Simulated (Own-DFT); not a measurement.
## Calculated data, Al32O47 (corundum with one vacancy, atoms displaced)

Computed with Own-DFT development build. A calculation, not a measurement: plane-wave PBE density functional theory by an unreviewed code, no spin, of a simulated periodic cell, stress positive in tension, free energy of the whole cell less one offset for each atom, defect cell not probed for a lower state with spin; oxygen file: force components 24 meV/angstrom off all-electron in one glass; forces on such cells passed a denser k mesh, this cell's mesh not checked; offsets are fitted by least squares, one for each functional and potential file, so energies compare only between cells with the same atoms and settings and are not formation energies; the far tail of each file's local potential was reset to the Coulomb form; each entry is a single point on an unrelaxed cell, so the pressure reflects the starting lattice, mostly measured values, from which strain is counted, and rises with the displacements; printed positions are rounded, which can move forces by about a meV/angstrom; the program is a retired in-house code; no spin-orbit coupling; before rounding, a Quantum ESPRESSO 7.3.1 run of the same cell and cutoff gave forces within 1 meV/angstrom rms on each cell, which checks the program and not the settings.

Common to all runs: functional PBE; potential files PseudoDojo norm-conserving, scalar-relativistic, standard set; wave cutoff 72 hartree; occupations Fermi-Dirac; smearing width 0.1 eV; k mesh 3 x 3 x 3 centred on Gamma.

(1) Al32O47 (corundum with one vacancy, atoms displaced)

```
CELL_PARAMETERS angstrom
5.49400 0.00000 8.66040
-2.74700 4.75790 8.66040
-2.74700 -4.75790 8.66040
ATOMIC_POSITIONS crystal
Al 0.17557 0.17651 0.17532
Al 0.32535 0.32520 0.32255
Al 0.42495 0.42944 0.42501
Al 0.07627 0.06840 0.07603
O 0.27306 0.47865 0.12364
O 0.46575 0.12600 0.28275
O 0.12100 0.28368 0.47295
O 0.21560 0.03064 0.37631
O 0.02734 0.36885 0.22639
O 0.37362 0.22286 0.02070
Al 0.17873 0.17545 0.67787
Al 0.31556 0.32557 0.82699
Al 0.43050 0.42545 0.92525
Al 0.07617 0.07828 0.56932
O 0.27332 0.47516 0.62809
O 0.47286 0.12874 0.78073
O 0.12470 0.27549 0.96756
O 0.21997 0.02698 0.87462
O 0.03131 0.37197 0.72133
O 0.37950 0.21940 0.53050
Al 0.17750 0.67197 0.17942
Al 0.32521 0.81923 0.32405
Al 0.41892 0.92838 0.42406
Al 0.06350 0.57761 0.07316
O 0.27545 0.96926 0.12613
O 0.47599 0.62380 0.27627
O 0.12060 0.77734 0.47113
O 0.22424 0.52829 0.37229
O 0.03161 0.88206 0.21717
O 0.37948 0.71940 0.02464
Al 0.17406 0.67846 0.67542
Al 0.32143 0.82692 0.82599
Al 0.42251 0.92894 0.92957
Al 0.07565 0.57227 0.57473
O 0.27864 0.97239 0.62417
O 0.47444 0.61867 0.78179
O 0.12234 0.77940 0.97384
O 0.21871 0.53270 0.87510
O 0.02156 0.87060 0.72942
O 0.37003 0.71918 0.53536
Al 0.67372 0.17941 0.17388
Al 0.81814 0.32412 0.33374
Al 0.92374 0.42613 0.42689
Al 0.57824 0.07438 0.07201
O 0.77841 0.47514 0.12074
O 0.97640 0.12214 0.27664
O 0.63013 0.27242 0.47182
O 0.72387 0.02710 0.37881
O 0.53300 0.37627 0.21966
Al 0.67582 0.18171 0.67352
Al 0.82556 0.32261 0.82462
Al 0.92687 0.42932 0.92271
Al 0.56928 0.07915 0.57535
O 0.77827 0.47115 0.62729
O 0.97418 0.12413 0.78775
O 0.62512 0.27609 0.97568
O 0.72294 0.03101 0.87180
O 0.53498 0.37408 0.71524
O 0.88125 0.22274 0.52433
Al 0.67144 0.67824 0.18037
Al 0.82537 0.82662 0.32138
Al 0.92097 0.92464 0.43434
Al 0.57750 0.56641 0.07195
O 0.77766 0.97150 0.12984
O 0.96944 0.62192 0.28019
O 0.62776 0.78156 0.46675
O 0.72072 0.52784 0.37130
O 0.52128 0.87110 0.22756
O 0.87289 0.71666 0.02871
Al 0.67098 0.67975 0.67582
Al 0.82219 0.83346 0.81645
Al 0.93060 0.92216 0.92691
Al 0.57558 0.57615 0.57356
O 0.77787 0.97230 0.62654
O 0.97353 0.62264 0.77754
O 0.62543 0.77141 0.96948
O 0.72159 0.53515 0.87209
O 0.52750 0.86841 0.72860
O 0.86575 0.72397 0.53597
```

```
free energy of cell above offsets : -56.323 eV
pressure                          : 7.33 GPa
stress xx                         : -7.75 GPa
stress yy                         : -7.61 GPa
stress zz                         : -6.64 GPa
stress yz                         : 0.06 GPa
stress xz                         : 0.05 GPa
stress xy                         : 0.3 GPa
```

Force:
```
element  x (eV/Å)  y (eV/Å)  z (eV/Å)
     Al    -0.346    -0.098    -0.598
     Al    -0.564     0.131    -0.363
     Al      0.33    -0.335     0.334
     Al    -1.463     1.523     0.203
      O     0.912    -0.853    -0.071
      O     0.588     0.456     -0.19
      O     0.762    -0.444     0.247
      O     0.853    -0.351     0.124
      O    -0.111     1.058     0.468
      O     0.167    -0.718     1.185
     Al    -0.308     0.169    -0.441
     Al     0.596     0.396     0.702
     Al    -0.983    -0.023    -0.859
     Al    -0.422     -0.92     0.325
      O     1.072     0.281    -0.477
      O     0.186    -0.216    -1.084
      O    -0.178     -0.26      0.46
      O     0.421    -0.187     0.662
      O    -0.237     0.371     0.207
      O    -0.913      0.84    -0.566
     Al    -0.063     1.273    -0.307
     Al    -0.738     0.165     -0.43
     Al     0.481    -0.556     0.723
     Al      1.18    -0.901     0.718
      O     0.264    -0.082      0.69
      O    -0.736    -0.524    -0.228
      O     0.652    -0.134     0.787
      O    -0.142    -0.671     0.459
      O     0.075    -2.467    -1.769
      O    -1.005    -0.578    -0.238
     Al    -0.426    -0.753    -0.258
     Al     0.531    -0.604    -0.166
     Al     1.294    -0.286    -0.347
     Al    -0.879     0.088    -0.288
      O    -0.204     0.076    -0.239
      O    -0.311     1.113     0.213
      O     0.178    -0.103     0.014
      O     0.452    -0.325    -0.274
      O     0.595     1.479     0.915
      O     0.538      0.91     0.223
     Al     1.417    -0.333     1.354
     Al     2.007     1.446    -1.167
     Al     0.196     0.116     0.396
     Al    -0.466    -0.177    -0.695
      O     0.121    -1.135     0.207
      O    -0.923    -0.128     0.287
      O    -1.099     0.329    -0.093
      O    -0.418     0.469    -0.579
      O    -0.809    -1.036    -0.823
     Al     0.198    -0.655    -0.272
     Al    -0.322    -0.079     0.955
     Al     -0.44    -0.729    -0.359
     Al     1.183    -1.223     0.055
      O     0.123     0.291    -0.447
      O     0.479     0.115    -1.336
      O    -0.239      0.22    -0.569
      O    -0.187    -0.504     0.458
      O     -1.06     0.225     0.588
      O    -1.084    -0.667    -0.356
     Al     1.234     0.582    -1.498
     Al    -0.057    -0.659     0.613
     Al     0.416     1.177    -0.479
     Al    -0.109     1.327     1.291
      O      0.13     0.621    -1.182
      O     -0.29      0.63      0.58
      O     -0.84    -0.519    -0.852
      O     -0.51    -0.789     1.011
      O     0.054     1.104     0.881
      O    -0.874     0.707     0.575
     Al     0.356    -0.469     0.215
     Al    -0.194    -2.263     -0.55
     Al    -0.654     0.446     0.041
     Al    -0.102    -0.162    -0.243
      O    -0.451     0.578     0.032
      O    -0.263     0.664     0.363
      O    -0.456     0.866     1.381
      O      0.92    -0.514    -0.943
      O     -0.67     1.662     0.421
      O     1.586     0.524     0.269
```

(2) Al32O47 (corundum with one vacancy, atoms displaced)

```
CELL_PARAMETERS angstrom
5.49400 0.00000 8.66040
-2.74700 4.75790 8.66040
-2.74700 -4.75790 8.66040
ATOMIC_POSITIONS crystal
Al 0.16776 0.18761 0.17918
Al 0.31924 0.31200 0.33518
Al 0.43158 0.40917 0.45261
Al 0.07929 0.08785 0.05778
O 0.28804 0.44821 0.13492
O 0.46283 0.13015 0.28371
O 0.11871 0.27948 0.46515
O 0.23088 0.02210 0.37854
O 0.01346 0.38916 0.22200
O 0.38130 0.21673 0.02988
Al 0.16833 0.18417 0.67037
Al 0.34280 0.32985 0.79729
Al 0.40750 0.44347 0.92540
Al 0.08290 0.06861 0.57389
O 0.28987 0.48210 0.60612
O 0.48163 0.12603 0.77697
O 0.12168 0.28167 0.97149
O 0.24005 0.00742 0.87770
O 0.02689 0.35690 0.73307
O 0.39067 0.21671 0.52611
Al 0.17435 0.66482 0.18507
Al 0.33550 0.81876 0.32858
Al 0.42403 0.92753 0.43454
Al 0.07056 0.58395 0.07236
O 0.28305 0.97549 0.11151
O 0.47211 0.62187 0.27667
O 0.12730 0.78125 0.46563
O 0.21771 0.51963 0.38650
O 0.00451 0.89025 0.22040
O 0.38035 0.71342 0.02064
Al 0.17214 0.68038 0.67632
Al 0.34858 0.81066 0.81722
Al 0.42665 0.92998 0.93166
Al 0.06488 0.56325 0.58322
O 0.27840 0.98169 0.62546
O 0.48793 0.62924 0.75910
O 0.12775 0.80109 0.96463
O 0.22243 0.52307 0.88710
O 0.04877 0.87627 0.70958
O 0.38457 0.71161 0.52983
Al 0.67647 0.16647 0.18593
Al 0.82361 0.32473 0.32496
Al 0.94416 0.42219 0.40857
Al 0.56920 0.07143 0.08984
O 0.78321 0.46709 0.13482
O 0.97374 0.15287 0.25504
O 0.62538 0.26256 0.48186
O 0.72024 0.03758 0.36170
O 0.52737 0.36790 0.22069
O 0.86308 0.21626 0.04001
Al 0.66137 0.18462 0.68406
Al 0.80387 0.33390 0.82174
Al 0.93056 0.42235 0.93953
Al 0.58139 0.05437 0.58427
O 0.79547 0.45461 0.63753
O 0.96893 0.13595 0.76930
O 0.61403 0.28543 0.98281
O 0.73244 0.02886 0.87904
O 0.52421 0.37463 0.71835
O 0.87384 0.23289 0.52721
Al 0.67037 0.67731 0.19538
Al 0.81291 0.81833 0.33811
Al 0.93258 0.93092 0.42183
Al 0.56718 0.57364 0.07615
O 0.77178 0.96384 0.13927
O 0.96701 0.63151 0.28434
O 0.62417 0.80059 0.48041
O 0.71012 0.53384 0.38313
O 0.88186 0.71209 0.03976
Al 0.67157 0.66971 0.67433
Al 0.83493 0.82582 0.81390
Al 0.93628 0.92443 0.90751
Al 0.57547 0.56773 0.56720
O 0.77434 0.96946 0.62261
O 0.97616 0.62326 0.76816
O 0.63499 0.77263 0.97635
O 0.70051 0.52459 0.89633
O 0.52464 0.89501 0.70968
O 0.88047 0.72064 0.53520
```

```
free energy of cell above offsets : -44.399 eV
pressure                          : 12.86 GPa
stress xx                         : -14.88 GPa
stress yy                         : -12.79 GPa
stress zz                         : -10.9 GPa
stress yz                         : 1.5 GPa
stress xz                         : 0.62 GPa
stress xy                         : -0.46 GPa
```

Force:
```
element  x (eV/Å)  y (eV/Å)  z (eV/Å)
     Al       2.1     0.274    -0.244
     Al     1.045     1.554     2.907
     Al     3.679     4.207    -4.874
     Al    -0.193    -2.044    -2.318
      O    -3.093     2.496    -0.182
      O     1.203    -1.779    -1.368
      O     2.038    -1.096     1.776
      O    -0.428     0.688    -0.947
      O      1.76     0.318     0.562
      O    -1.038     0.438    -0.944
     Al     1.591    -2.569     0.684
     Al    -3.233    -2.949    -0.589
     Al     3.176    -2.922     1.475
     Al    -1.472     2.067     0.785
      O    -4.266    -2.888     2.492
      O    -0.843    -0.799      -0.6
      O     2.444      1.44     1.443
      O    -2.167     2.384     0.634
      O    -1.255     2.075     2.655
      O    -2.583    -0.672    -1.213
     Al     -0.53     1.595     1.915
     Al    -0.121     1.309    -1.727
     Al     0.736     0.766     0.526
     Al     0.555    -1.152     1.004
      O     -2.18    -2.183     2.291
      O    -0.335    -0.591     0.609
      O     0.259    -0.105     1.422
      O    -0.028     0.306    -0.696
      O     2.511    -1.027     1.737
      O    -0.406    -0.804      0.35
     Al      1.69    -0.029    -1.136
     Al    -4.028     1.474     1.644
     Al     1.807     0.282    -1.348
     Al     1.016     0.681    -0.061
      O     0.772    -0.381    -1.201
      O    -1.419    -1.873    -2.456
      O     1.013    -2.204    -2.529
      O    -0.236     2.477    -1.561
      O    -1.445    -1.847    -1.566
      O    -1.612     0.429     0.193
     Al    -0.533      3.27    -0.842
     Al     -1.22    -0.793    -0.318
     Al    -3.369     -0.79     0.606
     Al     0.893     0.442     0.084
      O    -0.699     1.318    -0.424
      O     0.628    -3.774    -0.495
      O     1.068     1.159     2.266
      O    -0.819     -4.89     3.313
      O    -1.117     0.187     1.534
      O     2.043     1.868     1.381
     Al     4.174    -0.982     0.287
     Al     0.385    -7.185     3.819
     Al    -2.183     0.309    -2.592
     Al     0.878     6.478     1.425
      O    -0.964     7.711    -3.675
      O     0.727    -1.422    -0.913
      O     0.291     0.668    -2.103
      O     0.229     0.717    -2.025
      O    -0.659     1.406      2.17
      O     0.075    -0.822    -1.588
     Al     0.375     2.957     -2.05
     Al     2.484     3.663     2.873
     Al     0.324     1.202    -2.073
     Al     -0.58    -2.211     0.989
      O     0.068     1.085    -1.701
      O      1.37    -0.865    -1.359
      O    -1.431    -1.784    -3.737
      O     2.086    -0.473     0.303
      O    -0.675     2.544    -1.168
     Al      1.85    -0.178     4.113
     Al    -2.177     -1.03    -1.347
     Al    -2.235    -0.944     3.601
     Al    -0.838    -1.458     2.052
      O     1.268    -0.717     2.152
      O    -0.283    -0.829     1.765
      O    -0.452     1.091    -0.198
      O     3.207      2.77    -0.728
      O     0.785    -7.097    -3.114
      O    -1.456     0.055    -1.825
```
